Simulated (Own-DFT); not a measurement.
# Computed records: Al3GaN4 (wurtzite random alloy, atoms displaced)

A calculation, not a measurement: plane-wave density functional theory by an unreviewed code, no spin, of a simulated periodic cell, stress positive in tension, run twice, with PBE and with PBEsol, both on files made for PBE, so the change isn't that of files made for PBEsol, forces on such cells passed a denser k mesh, this cell's mesh not checked; the far tail of each file's local potential was reset to the Coulomb form; each entry is a single point on an unrelaxed cell, so the pressure reflects the starting lattice, mostly measured values (interpolated for alloys), from which strain is counted, and rises with the displacements; printed positions are rounded, which can move forces by about a meV/angstrom; the program, named Own-DFT, is a retired in-house code; no spin-orbit coupling; stress was not checked against mesh or cutoff. Program: Own-DFT development build.

Al3GaN4 (wurtzite random alloy, atoms displaced)

```
Al3GaN4
1.0
      9.3938     0.0000     0.0000
     -4.6969     8.1352     0.0000
      0.0000     0.0000    10.0655
Al Ga N Al N Al N Al N Al Ga N Ga Al N Al N Al N Al N Al Ga N Ga Al N Al N Al N Al N Al Ga N Al Ga N Al Ga N Al Ga N
1 1 2 2 2 2 2 2 2 1 1 2 1 1 2 2 2 2 2 2 2 1 1 2 1 1 2 2 2 2 2 2 2 1 1 2 1 1 2 1 1 2 1 1 2
Direct
  0.10162 0.21247 0.99579
  0.21586 0.10565 0.25251
  0.11697 0.22526 0.18694
  0.22191 0.11365 0.44092
  0.10940 0.22126 0.50298
  0.22652 0.10987 0.74644
  0.11665 0.22353 0.69321
  0.21017 0.10732 0.93985
  0.11851 0.55750 0.99804
  0.22391 0.44630 0.24935
  0.10931 0.55484 0.19030
  0.22143 0.44075 0.44020
  0.11439 0.55252 0.49653
  0.22286 0.45020 0.75079
  0.10942 0.55543 0.69317
  0.21879 0.44418 0.93783
  0.10349 0.88325 0.99712
  0.21588 0.77371 0.24724
  0.10563 0.88750 0.18938
  0.21893 0.77619 0.44357
  0.11249 0.88950 0.50179
  0.21867 0.77592 0.74796
  0.11363 0.88917 0.68941
  0.22509 0.77611 0.94471
  0.44144 0.22199 0.99570
  0.55813 0.11052 0.24345
  0.44022 0.22135 0.19103
  0.55542 0.11432 0.43438
  0.44610 0.22256 0.50551
  0.55695 0.11169 0.74455
  0.44293 0.21983 0.68893
  0.55785 0.11243 0.93769
  0.45039 0.55974 0.99854
  0.55398 0.44878 0.25532
  0.44477 0.55176 0.18878
  0.55746 0.44405 0.43949
  0.44389 0.55597 0.49823
  0.55772 0.45431 0.75022
  0.44672 0.55448 0.69165
  0.55567 0.44606 0.94204
  0.44368 0.88590 0.00046
  0.55530 0.77604 0.24748
  0.44886 0.89112 0.18326
  0.56047 0.78013 0.44065
  0.43709 0.88664 0.49908
  0.55555 0.78072 0.75162
  0.43893 0.88322 0.69201
  0.55688 0.77819 0.94338
  0.78182 0.22625 0.99976
  0.88868 0.11512 0.25255
  0.77961 0.21716 0.19419
  0.88508 0.10804 0.43965
  0.77655 0.22366 0.50600
  0.89135 0.11502 0.74924
  0.76967 0.21200 0.68952
  0.88741 0.11126 0.94168
  0.78137 0.56188 0.00429
  0.88951 0.44659 0.25076
  0.77771 0.54946 0.19835
  0.88763 0.44395 0.44388
  0.77574 0.54988 0.50001
  0.88420 0.44197 0.75350
  0.77680 0.55663 0.69138
  0.88371 0.44637 0.93612
  0.78114 0.88979 0.99958
  0.89091 0.77879 0.24935
  0.77777 0.88787 0.19097
  0.89329 0.78042 0.44084
  0.78267 0.89438 0.50032
  0.88322 0.77880 0.75602
  0.77917 0.89091 0.69093
  0.88075 0.77074 0.93914
```

```
functional                                        : PBE, then PBEsol
potential files                                   : PseudoDojo norm-conserving, scalar-relativistic, standard set
wave cutoff                                       : 42 hartree
occupations                                       : Fermi-Dirac
smearing width                                    : 0.1 eV
k mesh                                            : 4 x 4 x 3 centred on Gamma
PBE pressure                                      : 5.23 GPa
PBE stress xx                                     : -6.01 GPa
PBE stress yy                                     : -4.25 GPa
PBE stress zz                                     : -5.42 GPa
PBE stress yz                                     : 0.52 GPa
PBE stress xz                                     : -0.2 GPa
PBE stress xy                                     : 1.04 GPa
PBEsol pressure                                   : 2.1 GPa
PBEsol stress xx                                  : -2.93 GPa
PBEsol stress yy                                  : -1.17 GPa
PBEsol stress zz                                  : -2.19 GPa
PBEsol stress yz                                  : 0.52 GPa
PBEsol stress xz                                  : -0.19 GPa
PBEsol stress xy                                  : 1.04 GPa
rms change of force components from PBE to PBEsol : 0.069 eV/Å
```

Force:
```tsv
force element	PBE force x (eV/Å)	PBE force y (eV/Å)	PBE force z (eV/Å)	PBEsol force x (eV/Å)	PBEsol force y (eV/Å)	PBEsol force z (eV/Å)
Al	0.59	1.838	0.799	0.591	1.847	0.793
Ga	0.622	0.973	-0.341	0.609	0.949	-0.327
N	-1.976	0.148	-0.004	-1.816	0.053	0.054
N	0.214	0.689	1.219	0.222	0.517	1.09
Al	0.085	-0.273	-0.214	0.071	-0.28	-0.218
Al	-0.841	-0.054	0.77	-0.85	-0.048	0.774
N	-0.81	0.188	-0.358	-0.794	0.192	-0.342
N	1.634	-0.484	-0.69	1.631	-0.488	-0.688
Al	-1.157	-0.545	0.139	-1.173	-0.546	0.138
Al	0.158	-0.667	-0.34	0.158	-0.658	-0.329
N	1.265	-0.72	-0.9	1.094	-0.622	-0.779
N	0.069	0.4	-0.162	0.081	0.388	-0.163
Al	-1.045	0.153	0.88	-1.057	0.149	0.865
Al	0.527	-0.693	-0.018	0.533	-0.704	-0.024
N	0.62	0.107	-1.113	0.463	0.025	-1.064
N	0.916	-0.225	0.434	0.931	-0.241	0.444
Al	0.826	0.603	0.258	0.827	0.599	0.25
Ga	0.744	1.184	0.393	0.698	1.154	0.387
N	0.911	-0.224	-1.605	0.885	-0.223	-1.413
N	1.226	-0.842	-0.483	1.046	-0.747	-0.572
Ga	-0.489	0.213	-0.174	-0.489	0.196	-0.185
Al	0.195	0.016	0.717	0.187	0.011	0.73
N	-0.01	0.111	1.515	-0.146	0.039	1.363
N	-2.073	-0.298	-1.327	-1.893	-0.189	-1.263
Al	-0.095	-0.237	0.815	-0.112	-0.256	0.799
Al	-0.998	0.358	0.584	-1.013	0.36	0.58
N	1.258	0.54	-0.769	1.106	0.465	-0.706
N	0.149	-0.616	1.038	0.155	-0.612	1.027
Al	-0.283	-0.046	-1.678	-0.284	-0.04	-1.689
Al	-0.874	-0.912	1.177	-0.882	-0.912	1.18
N	0.491	-0.005	0.36	0.492	0.145	0.418
N	-0.229	0.824	-0.311	-0.219	0.663	-0.255
Al	-0.813	-1.019	0.187	-0.833	-1.019	0.178
Al	0.715	-1.488	-0.834	0.711	-1.486	-0.83
N	-0.589	0.96	0.176	-0.587	0.953	0.167
N	-0.613	0.058	0.839	-0.612	0.051	0.847
Al	0.574	0.175	0.312	0.579	0.166	0.31
Ga	0.895	-1.673	0.599	0.878	-1.622	0.595
N	-2.288	1.472	-0.986	-2.093	1.368	-0.909
N	0.307	0.065	0.711	0.323	0.073	0.543
Ga	0.126	1.128	-0.906	0.116	1.094	-0.872
Al	0.036	0.285	0.323	0.03	0.268	0.319
N	0.098	-0.399	2.497	-0.025	-0.476	2.322
N	-0.869	-0.302	-0.179	-0.864	-0.291	-0.175
Al	1.236	0.644	-0.102	1.237	0.657	-0.11
Al	0.191	-0.269	-0.175	0.203	-0.274	-0.165
N	0.153	0.595	-0.515	0.146	0.594	-0.514
N	1.257	-0.347	-1.051	1.095	-0.246	-0.981
Al	-0.675	-0.381	0.292	-0.668	-0.376	0.288
Al	1.318	-0.708	-0.308	1.353	-0.713	-0.301
N	-0.664	0.445	-1.436	-0.67	0.607	-1.386
N	0.254	1.196	0.594	0.242	1.2	0.594
Al	-0.031	-0.56	-1.613	-0.026	-0.553	-1.626
Al	0.372	-0.474	0.231	0.384	-0.461	0.239
N	0.87	0.628	-0.018	0.873	0.773	0.044
N	-0.459	-0.357	-0.725	-0.475	-0.365	-0.723
Al	-0.403	-1.952	0.282	-0.398	-1.948	0.277
Ga	0.589	-1.355	0.709	0.57	-1.304	0.711
N	-1.941	0.721	-1.913	-1.753	0.775	-1.789
N	0.777	-0.171	0.745	0.779	-0.17	0.577
Al	-0.128	1.356	0.134	-0.126	1.363	0.121
Ga	0.11	0.01	-1.214	0.099	0.029	-1.161
N	0.323	0.03	-1.324	0.306	0.027	-1.14
N	0.963	0.184	2.714	0.964	0.191	2.495
Al	-0.895	0.09	0.541	-0.886	0.095	0.525
Ga	-0.803	-0.538	0.935	-0.759	-0.513	0.94
N	-0.73	0.745	-0.687	-0.576	0.665	-0.623
N	-1.303	-0.991	0.712	-1.14	-0.905	0.604
Al	0.049	-1.1	-0.053	0.064	-1.102	-0.054
Ga	1.116	-0.039	-1.777	1.084	-0.051	-1.731
N	-1.195	0.72	-0.214	-1.037	0.623	-0.147
N	0.45	1.112	1.884	0.44	1.119	1.662
```
